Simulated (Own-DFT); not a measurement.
Simulation results for Hf31O64 (monoclinic hafnia with one vacancy, atoms displaced), Hf32O63 (monoclinic hafnia with one vacancy, atoms displaced)

A calculation, not a measurement: plane-wave PBE density functional theory by an unreviewed code, no spin, of a simulated periodic cell, stress positive in tension, free energy of the whole cell less one offset for each atom, defect cell not probed for a lower state with spin; hafnium file: forces about 75 meV/angstrom off all-electron values; oxygen file: force components 24 meV/angstrom off all-electron in one glass; forces on such cells passed a denser k mesh, this cell's mesh not checked; offsets are fitted by least squares, one for each functional and potential file, so energies compare only between cells with the same atoms and settings and are not formation energies; the far tail of each file's local potential was reset to the Coulomb form; each entry is a single point on an unrelaxed cell, so the pressure reflects the starting lattice, mostly measured values, from which strain is counted, and rises with the displacements; printed positions are rounded, which can move forces by about a meV/angstrom; the program is a retired in-house code; no spin-orbit coupling; before rounding, a Quantum ESPRESSO 7.3.1 run of the same cell and cutoff gave forces within 1 meV/angstrom rms on each cell, which checks the program and not the settings. Program: Own-DFT development build.

Common to all runs: functional PBE; potential files PseudoDojo norm-conserving, scalar-relativistic, standard set; wave cutoff 72 hartree; occupations Fermi-Dirac; smearing width 0.1 eV; k mesh 2 x 2 x 2 centred on Gamma.

```json
{"entry": 1, "formula": "Hf31O64", "kind": "monoclinic hafnia with one vacancy, atoms displaced", "structure": {"cell_angstrom": [[10.234, 0.0, 0.0], [0.0, 10.35, 0.0], [-1.6955, 0.0, 10.4453]], "atoms_fractional": [["Hf", 0.14024, 0.01302, 0.10858], ["Hf", 0.35628, 0.27429, 0.14026], ["Hf", 0.36026, 0.48028, 0.39181], ["Hf", 0.13235, 0.21472, 0.35716], ["O", 0.03363, 0.16656, 0.17241], ["O", 0.4644, 0.41049, 0.08486], ["O", 0.46967, 0.33724, 0.31688], ["O", 0.0365, 0.08727, 0.42329], ["O", 0.21163, 0.37266, 0.22946], ["O", 0.27524, 0.12232, 0.01773], ["O", 0.27249, 0.12086, 0.25863], ["O", 0.2238, 0.3665, 0.48533], ["Hf", 0.1304, 0.02153, 0.59898], ["Hf", 0.36651, 0.26835, 0.64998], ["Hf", 0.36776, 0.47556, 0.89181], ["Hf", 0.12876, 0.21957, 0.85216], ["O", 0.03163, 0.16367, 0.67265], ["O", 0.46432, 0.42214, 0.5763], ["O", 0.45434, 0.33725, 0.82207], ["O", 0.0434, 0.08254, 0.92094], ["O", 0.22444, 0.37247, 0.74453], ["O", 0.27341, 0.13058, 0.51853], ["O", 0.27994, 0.12605, 0.75766], ["O", 0.22225, 0.37178, 0.98883], ["Hf", 0.14006, 0.52357, 0.11106], ["Hf", 0.36494, 0.77194, 0.14974], ["Hf", 0.36034, 0.98044, 0.39635], ["Hf", 0.14449, 0.72076, 0.35777], ["O", 0.04125, 0.66387, 0.17395], ["O", 0.46033, 0.92128, 0.07631], ["O", 0.46092, 0.8374, 0.32234], ["O", 0.03699, 0.58491, 0.42188], ["O", 0.22516, 0.88357, 0.24676], ["O", 0.27092, 0.63146, 0.00427], ["O", 0.27835, 0.62556, 0.26208], ["O", 0.23473, 0.87107, 0.48602], ["Hf", 0.13844, 0.51959, 0.60244], ["Hf", 0.36544, 0.76335, 0.65014], ["Hf", 0.36219, 0.98375, 0.88915], ["Hf", 0.13571, 0.72653, 0.85736], ["O", 0.04087, 0.67197, 0.66955], ["O", 0.46111, 0.91472, 0.57473], ["O", 0.47631, 0.83598, 0.8236], ["O", 0.04175, 0.57801, 0.92576], ["O", 0.22516, 0.87392, 0.73874], ["O", 0.27411, 0.62643, 0.50619], ["O", 0.27487, 0.61929, 0.7585], ["O", 0.22425, 0.87446, 0.98534], ["Hf", 0.64142, 0.02059, 0.09994], ["Hf", 0.85646, 0.27249, 0.14165], ["Hf", 0.85837, 0.48294, 0.39207], ["Hf", 0.64247, 0.23088, 0.35843], ["O", 0.5367, 0.16556, 0.17299], ["O", 0.97259, 0.41308, 0.07505], ["O", 0.96251, 0.32722, 0.33707], ["O", 0.53583, 0.08236, 0.42171], ["O", 0.7224, 0.37579, 0.24054], ["O", 0.78426, 0.14011, 0.00785], ["O", 0.77124, 0.12484, 0.26209], ["O", 0.72573, 0.36448, 0.4842], ["Hf", 0.63517, 0.01341, 0.60375], ["Hf", 0.86245, 0.26701, 0.65276], ["Hf", 0.85596, 0.48112, 0.88689], ["Hf", 0.6362, 0.24093, 0.85231], ["O", 0.54158, 0.17075, 0.67275], ["O", 0.95657, 0.42145, 0.57207], ["O", 0.96535, 0.3291, 0.8285], ["O", 0.543, 0.07864, 0.92323], ["O", 0.72813, 0.3869, 0.73865], ["O", 0.78252, 0.13282, 0.51413], ["O", 0.77295, 0.12626, 0.7564], ["O", 0.72097, 0.37824, 0.98761], ["Hf", 0.63398, 0.51413, 0.10378], ["Hf", 0.86135, 0.77444, 0.14264], ["Hf", 0.86714, 0.97529, 0.40357], ["Hf", 0.64878, 0.73568, 0.3489], ["O", 0.53396, 0.66075, 0.17507], ["O", 0.95791, 0.92029, 0.07366], ["O", 0.95768, 0.83503, 0.32102], ["O", 0.52814, 0.58499, 0.42597], ["O", 0.71787, 0.87374, 0.23558], ["O", 0.78117, 0.62951, 0.01382], ["O", 0.7741, 0.62679, 0.25493], ["O", 0.72892, 0.87082, 0.4905], ["Hf", 0.86978, 0.76644, 0.64755], ["Hf", 0.85714, 0.97786, 0.89108], ["Hf", 0.63435, 0.72824, 0.85243], ["O", 0.53321, 0.66365, 0.65681], ["O", 0.96622, 0.91757, 0.57281], ["O", 0.95542, 0.84453, 0.82003], ["O", 0.5321, 0.58753, 0.91928], ["O", 0.72548, 0.87722, 0.74339], ["O", 0.77675, 0.62645, 0.50936], ["O", 0.77937, 0.62499, 0.76884], ["O", 0.7132, 0.87086, 0.9866]]}, "results": {"free_energy_of_cell_above_offsets [eV]": "-76.558", "pressure [GPa]": 4.92, "stress_xx [GPa]": -5.3, "stress_yy [GPa]": -4.79, "stress_zz [GPa]": -4.68, "stress_yz [GPa]": 0.17, "stress_xz [GPa]": -0.13, "stress_xy [GPa]": -0.14, "force_element": ["Hf", "Hf", "Hf", "Hf", "O", "O", "O", "O", "O", "O", "O", "O", "Hf", "Hf", "Hf", "Hf", "O", "O", "O", "O", "O", "O", "O", "O", "Hf", "Hf", "Hf", "Hf", "O", "O", "O", "O", "O", "O", "O", "O", "Hf", "Hf", "Hf", "Hf", "O", "O", "O", "O", "O", "O", "O", "O", "Hf", "Hf", "Hf", "Hf", "O", "O", "O", "O", "O", "O", "O", "O", "Hf", "Hf", "Hf", "Hf", "O", "O", "O", "O", "O", "O", "O", "O", "Hf", "Hf", "Hf", "Hf", "O", "O", "O", "O", "O", "O", "O", "O", "Hf", "Hf", "Hf", "O", "O", "O", "O", "O", "O", "O", "O"], "force_x [eV/angstrom]": [0.004, -0.895, 1.192, 2.108, -0.283, 1.15, -1.1, -2.219, 1.069, 0.567, 0.116, 0.087, 2.583, -0.728, -3.4, 2.402, 0.607, -1.111, 2.921, -2.386, -0.327, 0.164, -0.394, 0.765, 0.278, -0.025, 0.618, -0.709, -1.358, 0.502, 1.238, -0.438, -0.383, 0.805, 0.289, -1.787, -0.331, -0.024, -0.174, 0.656, -0.035, 0.981, -1.869, -0.993, -0.073, -0.076, 0.111, -0.405, -1.106, 1.822, -0.965, -0.54, -0.274, -1.474, 0.034, 0.079, 0.173, -0.861, 1.017, 0.654, 0.225, -1.645, 0.735, 0.958, -0.563, 1.324, -0.206, -0.196, 0.034, -0.375, -0.004, -0.289, 0.771, 0.031, -1.503, -1.858, -0.474, 0.258, 1.1, 0.475, 0.316, -0.503, 0.276, -0.229, -2.786, -0.536, 1.953, -0.271, 0.018, 2.51, -0.153, -0.501, 0.939, 0.842, 1.081], "force_y [eV/angstrom]": [1.499, -1.85, -1.428, 4.508, -0.716, 1.612, 0.632, -2.912, 0.596, 0.265, -0.217, 0.601, -0.357, 0.876, 1.517, 2.847, -0.594, -0.475, -1.765, -2.317, 1.12, -0.791, -1.099, -0.393, -1.592, 0.381, 0.411, 2.0, 1.454, -0.348, -0.499, -0.305, -0.895, 0.219, -0.496, -0.629, -1.439, 0.238, -0.633, 0.25, -0.21, 0.335, 0.913, 0.595, 0.942, -0.043, -0.208, -0.422, 0.807, 0.333, -0.861, -0.348, -0.19, -0.389, 0.25, -0.088, 1.032, -0.97, -1.143, 0.107, 0.982, 2.566, 0.087, -0.722, -0.209, 0.006, 0.431, 1.056, -1.568, -1.459, -0.98, -0.062, 1.026, -1.015, 1.255, -1.739, 0.229, -0.146, -0.267, 1.223, 0.83, -0.233, -0.825, 0.274, -1.464, 1.601, -1.025, 0.543, -0.686, -1.619, -0.852, 0.576, 1.039, 1.183, 0.243], "force_z [eV/angstrom]": [-0.61, 0.9, 1.226, -1.954, -0.128, -1.775, 0.87, 1.053, 1.232, -0.976, 0.814, 0.356, 1.785, -1.969, 0.919, 0.731, -0.261, -0.388, 0.953, 0.532, -1.42, -0.973, 0.756, -0.4, -2.179, -1.204, -0.369, -0.413, 0.415, -0.011, 0.533, -0.043, -0.99, 1.126, -0.098, 0.479, 0.236, -1.166, 0.977, 0.024, 0.248, 0.676, -0.167, -1.132, -0.023, 0.529, 0.202, 0.347, 1.037, 1.252, 1.633, -0.308, -0.762, 0.252, -0.729, 0.559, -0.963, -0.478, -0.197, 0.014, -0.113, -1.873, 0.677, -0.721, -0.065, 1.013, 0.187, -0.965, 1.184, -0.286, 1.017, 0.154, 0.368, -0.094, -2.144, 1.877, -0.052, -0.107, 0.744, -1.262, -0.081, -0.258, 0.241, 0.117, -0.826, 0.534, -0.897, 1.009, 0.545, 0.568, 0.785, -1.003, -1.04, -0.084, 0.267]}}
{"entry": 2, "formula": "Hf32O63", "kind": "monoclinic hafnia with one vacancy, atoms displaced", "structure": {"cell_angstrom": [[10.234, 0.0, 0.0], [0.0, 10.35, 0.0], [-1.6955, 0.0, 10.4453]], "atoms_fractional": [["Hf", 0.12053, 0.01116, 0.10678], ["Hf", 0.36516, 0.2811, 0.15673], ["Hf", 0.35687, 0.47587, 0.39427], ["Hf", 0.14014, 0.23488, 0.34101], ["O", 0.04051, 0.1677, 0.1907], ["O", 0.45945, 0.41979, 0.06833], ["O", 0.46635, 0.33189, 0.345], ["O", 0.03687, 0.07647, 0.41507], ["O", 0.20655, 0.37249, 0.23257], ["O", 0.28309, 0.11994, 0.00888], ["O", 0.2777, 0.12109, 0.25828], ["O", 0.21993, 0.37868, 0.48693], ["Hf", 0.13682, 0.01983, 0.61373], ["Hf", 0.35674, 0.26332, 0.63778], ["Hf", 0.36786, 0.47227, 0.88695], ["Hf", 0.14511, 0.23788, 0.85527], ["O", 0.04334, 0.15666, 0.6748], ["O", 0.46661, 0.40759, 0.5796], ["O", 0.46148, 0.33875, 0.82262], ["O", 0.22148, 0.37476, 0.73557], ["O", 0.28488, 0.13969, 0.50111], ["O", 0.26505, 0.12306, 0.75865], ["O", 0.23295, 0.35503, 0.98084], ["Hf", 0.14007, 0.51796, 0.10978], ["Hf", 0.35544, 0.76408, 0.14115], ["Hf", 0.36993, 0.98068, 0.38514], ["Hf", 0.13723, 0.72897, 0.35209], ["O", 0.044, 0.6718, 0.18055], ["O", 0.45655, 0.91037, 0.06155], ["O", 0.46281, 0.82814, 0.33679], ["O", 0.02357, 0.57197, 0.41211], ["O", 0.23059, 0.88425, 0.23806], ["O", 0.28299, 0.62387, 0.00634], ["O", 0.27704, 0.62389, 0.25832], ["O", 0.2101, 0.87649, 0.4797], ["Hf", 0.12968, 0.53154, 0.60713], ["Hf", 0.36701, 0.7787, 0.65838], ["Hf", 0.34837, 0.96814, 0.89771], ["Hf", 0.13545, 0.73786, 0.852], ["O", 0.04281, 0.67486, 0.6784], ["O", 0.45607, 0.92071, 0.57582], ["O", 0.46105, 0.83206, 0.82342], ["O", 0.0465, 0.59535, 0.9229], ["O", 0.22393, 0.8823, 0.74496], ["O", 0.28327, 0.62151, 0.52073], ["O", 0.28415, 0.6162, 0.76285], ["O", 0.2248, 0.88258, 0.9884], ["Hf", 0.6439, 0.01725, 0.11137], ["Hf", 0.86044, 0.26446, 0.15072], ["Hf", 0.87965, 0.47807, 0.40119], ["Hf", 0.6394, 0.22792, 0.34844], ["O", 0.5344, 0.15524, 0.16774], ["O", 0.95565, 0.41983, 0.07806], ["O", 0.9676, 0.32913, 0.33663], ["O", 0.53089, 0.08356, 0.42639], ["O", 0.73608, 0.37992, 0.25272], ["O", 0.77135, 0.12519, 0.01344], ["O", 0.77878, 0.11463, 0.26862], ["O", 0.71963, 0.37323, 0.4865], ["Hf", 0.63833, 0.02565, 0.60919], ["Hf", 0.86049, 0.27324, 0.65251], ["Hf", 0.87478, 0.48171, 0.89539], ["Hf", 0.64346, 0.2358, 0.85788], ["O", 0.54201, 0.17431, 0.67493], ["O", 0.95753, 0.39904, 0.57987], ["O", 0.94294, 0.34304, 0.82545], ["O", 0.54739, 0.07783, 0.92282], ["O", 0.71864, 0.3684, 0.74163], ["O", 0.77532, 0.13055, 0.52703], ["O", 0.76383, 0.1145, 0.77201], ["O", 0.72336, 0.36518, 0.98494], ["Hf", 0.6334, 0.52649, 0.10734], ["Hf", 0.85708, 0.77853, 0.15097], ["Hf", 0.86223, 0.98026, 0.3976], ["Hf", 0.63003, 0.734, 0.35807], ["O", 0.53992, 0.67521, 0.16289], ["O", 0.96388, 0.91999, 0.07447], ["O", 0.95241, 0.83247, 0.33497], ["O", 0.53649, 0.5885, 0.41412], ["O", 0.72633, 0.88466, 0.24078], ["O", 0.77213, 0.61992, 0.00081], ["O", 0.78422, 0.62024, 0.2517], ["O", 0.71819, 0.87277, 0.47791], ["Hf", 0.64192, 0.51463, 0.60532], ["Hf", 0.86046, 0.77221, 0.63817], ["Hf", 0.86918, 0.98261, 0.89432], ["Hf", 0.63902, 0.72342, 0.8598], ["O", 0.53802, 0.66972, 0.668], ["O", 0.95997, 0.90186, 0.57099], ["O", 0.96837, 0.82374, 0.8275], ["O", 0.52919, 0.57853, 0.91735], ["O", 0.73411, 0.89218, 0.73837], ["O", 0.77172, 0.63583, 0.50619], ["O", 0.77933, 0.62345, 0.7668], ["O", 0.70941, 0.87851, 0.98672]]}, "results": {"free_energy_of_cell_above_offsets [eV]": "-82.565", "pressure [GPa]": 8.18, "stress_xx [GPa]": -8.23, "stress_yy [GPa]": -8.69, "stress_zz [GPa]": -7.63, "stress_yz [GPa]": -1.61, "stress_xz [GPa]": -0.75, "stress_xy [GPa]": 0.06, "force_element": ["Hf", "Hf", "Hf", "Hf", "O", "O", "O", "O", "O", "O", "O", "O", "Hf", "Hf", "Hf", "Hf", "O", "O", "O", "O", "O", "O", "O", "Hf", "Hf", "Hf", "Hf", "O", "O", "O", "O", "O", "O", "O", "O", "Hf", "Hf", "Hf", "Hf", "O", "O", "O", "O", "O", "O", "O", "O", "Hf", "Hf", "Hf", "Hf", "O", "O", "O", "O", "O", "O", "O", "O", "Hf", "Hf", "Hf", "Hf", "O", "O", "O", "O", "O", "O", "O", "O", "Hf", "Hf", "Hf", "Hf", "O", "O", "O", "O", "O", "O", "O", "O", "Hf", "Hf", "Hf", "Hf", "O", "O", "O", "O", "O", "O", "O", "O"], "force_x [eV/angstrom]": [5.231, 0.78, 0.673, 0.257, -2.013, 0.458, -0.309, -0.031, 2.159, -1.649, 0.529, 0.02, 1.057, 1.121, -1.947, -0.377, -3.548, 0.376, 1.414, -1.119, -1.098, 1.494, -0.622, -0.851, 1.431, -2.577, 0.396, -0.867, 0.945, -0.173, 6.712, -0.807, -0.872, -0.063, 0.615, 3.161, 0.499, 4.125, 2.499, -0.861, 0.409, 0.995, -1.541, -0.655, -1.455, -1.332, -3.079, -1.906, -0.228, -8.283, 0.076, -1.223, 1.773, 0.056, 1.926, -1.085, 1.939, -0.208, -0.184, -1.378, -1.897, -3.6, -2.769, -1.021, 2.787, 5.184, -1.432, 0.164, 0.321, 2.237, 0.449, 1.858, -0.769, 0.321, 2.026, -0.717, -2.437, 2.001, -1.56, -0.106, -0.444, -0.56, -0.151, -1.211, -2.258, -2.22, -0.17, 0.449, 1.772, -1.948, 1.7, 0.285, 0.717, 0.16, 2.054], "force_y [eV/angstrom]": [3.711, -3.676, 1.614, -2.19, -1.516, -0.702, -0.384, 0.319, 1.603, 1.356, 0.798, 0.091, -0.753, 0.98, 1.218, -3.083, 2.231, 1.443, -1.969, 0.759, -1.262, -0.337, 2.606, 1.85, 1.279, 0.584, 1.625, -0.192, -1.005, -0.323, 4.802, -1.496, 0.716, -1.34, -0.674, -2.531, -1.742, 4.794, -1.127, -0.588, 0.251, -0.195, -2.524, -0.584, 0.658, 0.775, -2.942, 0.268, 1.089, -3.295, 0.147, 2.522, 0.154, -0.347, 1.136, -0.599, 0.249, 1.6, -0.288, -0.026, -2.568, 3.52, -2.626, -0.478, 3.345, -4.304, 0.27, 2.144, -0.351, 0.939, 1.392, -0.996, -2.396, 0.605, -0.875, 0.423, -1.686, -1.724, -2.02, -1.088, 1.654, 0.415, 0.628, 0.128, -0.6, -0.025, 0.431, -0.225, 1.998, 2.363, 1.247, -2.195, -0.783, -0.454, -1.647], "force_z [eV/angstrom]": [0.525, -2.535, 3.088, 6.2, -4.655, 2.643, -2.531, 1.116, -0.4, 0.249, -0.582, -0.467, -3.72, 0.968, -0.11, -0.793, 0.655, -0.92, -0.404, -0.48, 0.095, 0.384, 2.631, -2.271, -0.677, 2.143, 1.986, -1.597, 2.631, -1.485, 1.731, -0.591, 1.483, 0.47, 0.463, 0.356, -3.014, -0.175, 1.178, -1.722, 0.255, 1.219, 1.156, -0.836, -1.275, -0.788, 1.04, -3.79, -0.638, -1.701, 2.253, 1.686, 0.796, -0.976, -0.851, -2.046, 1.459, -0.874, 0.707, 0.255, -0.891, 1.892, 0.227, -0.893, -0.359, -0.414, -0.242, -1.452, -1.469, -0.144, 1.997, -0.906, -0.162, 1.199, -0.882, 0.573, 0.042, -1.466, 0.784, -0.162, 1.711, 0.261, 1.541, -0.538, 1.176, -0.953, -1.146, 0.454, 0.634, 0.423, 0.549, -0.317, 0.804, -1.129, 0.345]}}
{"entry": 3, "formula": "Hf32O63", "kind": "monoclinic hafnia with one vacancy, atoms displaced", "structure": {"cell_angstrom": [[10.234, 0.0, 0.0], [0.0, 10.35, 0.0], [-1.6955, 0.0, 10.4453]], "atoms_fractional": [["Hf", 0.13985, 0.01642, 0.10652], ["Hf", 0.36018, 0.26952, 0.14677], ["Hf", 0.3677, 0.47725, 0.39571], ["Hf", 0.13611, 0.22842, 0.35705], ["O", 0.03896, 0.16756, 0.17087], ["O", 0.45939, 0.41886, 0.07499], ["O", 0.45512, 0.33255, 0.32397], ["O", 0.03274, 0.08296, 0.41954], ["O", 0.22737, 0.38277, 0.24265], ["O", 0.27512, 0.1283, 0.00916], ["O", 0.27312, 0.12516, 0.26453], ["O", 0.22978, 0.36841, 0.48522], ["Hf", 0.13633, 0.01519, 0.60103], ["Hf", 0.36376, 0.27068, 0.64775], ["Hf", 0.36306, 0.47918, 0.89406], ["Hf", 0.13689, 0.2279, 0.85481], ["O", 0.03822, 0.1674, 0.67612], ["O", 0.45906, 0.41893, 0.57476], ["O", 0.46042, 0.33959, 0.82557], ["O", 0.04028, 0.08635, 0.92241], ["O", 0.22611, 0.37655, 0.73603], ["O", 0.27729, 0.1287, 0.51082], ["O", 0.27778, 0.11764, 0.7594], ["O", 0.2214, 0.36649, 0.98803], ["Hf", 0.13717, 0.51517, 0.10441], ["Hf", 0.36046, 0.77517, 0.14384], ["Hf", 0.3624, 0.97535, 0.39364], ["Hf", 0.135, 0.73103, 0.35222], ["O", 0.03961, 0.66701, 0.17505], ["O", 0.46626, 0.91382, 0.08434], ["O", 0.46218, 0.83797, 0.32776], ["O", 0.03902, 0.58577, 0.42022], ["O", 0.21843, 0.87846, 0.24148], ["O", 0.27841, 0.61986, 0.26331], ["O", 0.22655, 0.86906, 0.49029], ["Hf", 0.14001, 0.52015, 0.60478], ["Hf", 0.35779, 0.77305, 0.65002], ["Hf", 0.3601, 0.9791, 0.89167], ["Hf", 0.13932, 0.72729, 0.85237], ["O", 0.04175, 0.66602, 0.67433], ["O", 0.46117, 0.92116, 0.57757], ["O", 0.4598, 0.83944, 0.83002], ["O", 0.04011, 0.58183, 0.92421], ["O", 0.2203, 0.88196, 0.74174], ["O", 0.27442, 0.62783, 0.50954], ["O", 0.27465, 0.62376, 0.75897], ["O", 0.22795, 0.87062, 0.98934], ["Hf", 0.63918, 0.01964, 0.10255], ["Hf", 0.86492, 0.27126, 0.14452], ["Hf", 0.8611, 0.47414, 0.39125], ["Hf", 0.63603, 0.23037, 0.35251], ["O", 0.54154, 0.16994, 0.1716], ["O", 0.96018, 0.4169, 0.07737], ["O", 0.96742, 0.33331, 0.32813], ["O", 0.53656, 0.07953, 0.42689], ["O", 0.72725, 0.37809, 0.23916], ["O", 0.77764, 0.13391, 0.01408], ["O", 0.77461, 0.12202, 0.26302], ["O", 0.72721, 0.37687, 0.49046], ["Hf", 0.63922, 0.02713, 0.6045], ["Hf", 0.85944, 0.27223, 0.64582], ["Hf", 0.86302, 0.4793, 0.89582], ["Hf", 0.63802, 0.2355, 0.85097], ["O", 0.53638, 0.16651, 0.67209], ["O", 0.96391, 0.41646, 0.57487], ["O", 0.96237, 0.33256, 0.82727], ["O", 0.53813, 0.08658, 0.92462], ["O", 0.73073, 0.37829, 0.74385], ["O", 0.76679, 0.12757, 0.50805], ["O", 0.77787, 0.12093, 0.76006], ["O", 0.72195, 0.37566, 0.98816], ["Hf", 0.63988, 0.52186, 0.10378], ["Hf", 0.86216, 0.7729, 0.14444], ["Hf", 0.8586, 0.98068, 0.39491], ["Hf", 0.63609, 0.73013, 0.35209], ["O", 0.53242, 0.66115, 0.1737], ["O", 0.95984, 0.91349, 0.07614], ["O", 0.965, 0.83821, 0.32861], ["O", 0.54184, 0.58402, 0.42429], ["O", 0.72151, 0.87437, 0.24316], ["O", 0.77204, 0.63893, 0.01336], ["O", 0.7801, 0.62325, 0.26308], ["O", 0.7182, 0.87492, 0.48587], ["Hf", 0.63809, 0.51836, 0.60507], ["Hf", 0.86591, 0.77214, 0.64922], ["Hf", 0.86323, 0.97711, 0.90041], ["Hf", 0.64408, 0.73144, 0.85716], ["O", 0.53411, 0.6677, 0.67265], ["O", 0.95972, 0.91561, 0.57738], ["O", 0.96013, 0.83448, 0.82522], ["O", 0.54117, 0.58395, 0.92395], ["O", 0.72303, 0.88057, 0.73692], ["O", 0.77357, 0.63133, 0.51148], ["O", 0.7738, 0.62008, 0.7538], ["O", 0.72463, 0.86824, 0.98686]]}, "results": {"free_energy_of_cell_above_offsets [eV]": "-94.089", "pressure [GPa]": 4.35, "stress_xx [GPa]": -4.23, "stress_yy [GPa]": -4.37, "stress_zz [GPa]": -4.45, "stress_yz [GPa]": -0.13, "stress_xz [GPa]": -0.17, "stress_xy [GPa]": -0.01, "force_element": ["Hf", "Hf", "Hf", "Hf", "O", "O", "O", "O", "O", "O", "O", "O", "Hf", "Hf", "Hf", "Hf", "O", "O", "O", "O", "O", "O", "O", "O", "Hf", "Hf", "Hf", "Hf", "O", "O", "O", "O", "O", "O", "O", "Hf", "Hf", "Hf", "Hf", "O", "O", "O", "O", "O", "O", "O", "O", "Hf", "Hf", "Hf", "Hf", "O", "O", "O", "O", "O", "O", "O", "O", "Hf", "Hf", "Hf", "Hf", "O", "O", "O", "O", "O", "O", "O", "O", "Hf", "Hf", "Hf", "Hf", "O", "O", "O", "O", "O", "O", "O", "O", "Hf", "Hf", "Hf", "Hf", "O", "O", "O", "O", "O", "O", "O", "O"], "force_x [eV/angstrom]": [-0.041, -0.193, -1.483, 1.121, -0.446, 0.452, 2.26, -0.106, -0.599, 0.26, 0.562, -0.694, 0.213, -0.965, -0.493, 0.574, -0.498, 1.22, 1.563, -1.415, -0.378, -0.542, 0.007, 0.152, 0.881, -0.377, -0.31, 0.677, -0.748, 0.675, 0.635, -1.146, 0.459, 0.096, -0.584, 0.143, 1.462, -0.015, -0.131, -0.926, -0.04, 1.351, -0.562, -0.208, 0.186, 0.389, -0.456, -0.477, -0.262, 0.59, -0.482, -0.736, 0.331, -0.269, -0.197, -0.366, 0.054, 0.224, -0.713, -0.482, 1.29, 0.338, -0.124, -0.358, 0.261, 0.166, -0.185, -0.874, 1.266, -0.1, 0.025, -0.683, -0.124, -0.463, 0.455, -0.249, 1.288, -0.063, -0.819, 0.446, 0.742, -0.234, 0.371, -0.171, -1.288, 0.07, -1.268, -0.256, 0.796, 0.787, -0.768, 0.028, 0.499, 0.216, -0.217], "force_y [eV/angstrom]": [1.258, 0.116, 1.57, 0.12, -0.115, -0.03, -1.157, -0.185, -0.587, -0.298, -0.766, 0.121, 1.337, -0.486, 0.79, 0.013, -0.258, -0.195, -1.089, -1.448, 0.473, -0.18, 0.37, 0.862, 1.205, -1.634, 1.287, -1.013, 0.016, 0.98, -1.148, -0.926, 0.325, 0.51, 0.271, -0.144, -0.315, 1.153, 0.161, 0.284, -0.436, -1.298, 0.012, -0.412, 0.337, -0.435, -0.452, 0.458, -0.568, 1.903, -0.541, 0.025, 0.39, -0.08, 1.133, 0.028, -0.557, -0.161, -1.05, -2.206, -0.572, 0.212, -1.079, 1.122, -0.101, 0.332, -0.089, 0.146, 1.265, 0.33, -0.055, 0.131, -0.979, -0.617, -0.04, 0.41, 1.024, -0.082, -0.674, 0.81, -1.216, -0.413, -0.198, 1.668, -0.651, 1.148, -0.368, 0.057, 0.641, -0.302, -0.06, -0.202, -0.015, -0.171, 1.253], "force_z [eV/angstrom]": [-0.29, -0.53, -0.213, 0.172, -0.235, 0.176, 0.325, 0.487, -0.873, 0.691, -0.663, 0.565, 0.111, -1.343, 0.634, -0.545, -0.889, 0.917, -0.014, 0.535, 0.28, 0.252, 0.044, 0.23, 0.855, 0.707, 1.393, 0.665, -0.918, -0.732, -0.606, 0.354, -0.681, -0.863, 0.181, -1.296, -1.293, 0.908, 0.84, -0.197, 0.465, -0.142, -0.403, -0.23, 0.681, 0.977, 0.108, 0.438, 0.419, 0.961, 0.262, -0.009, -0.21, -0.338, -1.308, -0.059, -0.526, -0.26, -0.255, -0.03, -0.134, -0.209, 0.783, 0.619, 0.252, 0.284, -0.212, -0.572, 0.268, 0.422, -0.1, 0.352, 1.653, 0.127, 1.001, -0.156, 0.013, -0.368, -0.129, -1.26, -0.523, -0.445, 0.276, -0.394, -1.472, -1.465, -1.837, 0.33, -0.123, 0.86, -0.385, 0.612, 0.078, 1.539, 0.631]}}
```
